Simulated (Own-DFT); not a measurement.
# What a defect does to the pressure of its cell: L1_0 TiAl

The numbers are computed, not measured, by runs of the plane-wave DFT program Own-DFT (in-house, retired, unreviewed) at fixed positions, with no spin and no spin-orbit coupling.

All runs used: PBE; PseudoDojo norm-conserving scalar-relativistic files; cutoff 42 hartree; 4 x 4 x 4 k mesh centred on Gamma; cold (Marzari-Vanderbilt) smearing of 0.2 eV.

Limits: forces on such cells failed a check on a denser k mesh; stress not checked against mesh or cutoff.

All runs share one cell, with vectors in Å (5.622, 5.622, 0.000); (-5.622, 5.622, 0.000); (0.000, 0.000, 8.133) and a volume of 514.0 Å³. Atoms were moved at random from their sites; u is the rms move along one axis. The defect's site can differ from row to row.

| cell | formula | u (Å) | P (GPa) |
|---|---|---|---|
| no defect | Al16Ti16 | 0.0193 | 1.18 |
| no defect | Al16Ti16 | 0.0414 | 1.58 |
| no defect | Al16Ti16 | 0.0426 | 1.51 |
| one Ti vacancy | Al16Ti15 | 0.0294 | 0.54 |
| one Ti vacancy | Al16Ti15 | 0.0294 | ? |
| one Ti vacancy | Al16Ti15 | 0.0299 | 0.50 |
| one Ti vacancy | Al16Ti15 | 0.0319 | 0.62 |
| two Al vacancies | Al14Ti16 | 0.0300 | -0.46 |
| two Al vacancies | Al14Ti16 | 0.0320 | -0.55 |
| two Al vacancies | Al14Ti16 | 0.0539 | -0.30 |

## Working it out

P = P0 + c u² + a shift for each defect gives P0 = 1.22 GPa, c = 155 ± 44 GPa/Å² and a scatter of 0.09 GPa. The shifts, and each times the cell's volume:

- one Ti vacancy: -0.81 ± 0.07 GPa, -2.6 eV
- two Al vacancies: -1.91 ± 0.07 GPa, -6.1 eV (-3.1 eV for each of its 2 sites)

Against the defect-free cell, a freed cell would be larger where the shift is positive and smaller where it is negative (160.2 GPa Å³ is 1 eV). The atoms around the defects weren't relaxed, which would change these numbers.

## Withheld run

Asked: what pressure belongs in the blank (one Ti vacancy, u = 0.0294 Å)?

From the fit: 0.55 ± 0.10 GPa. Computed: 0.48 GPa.
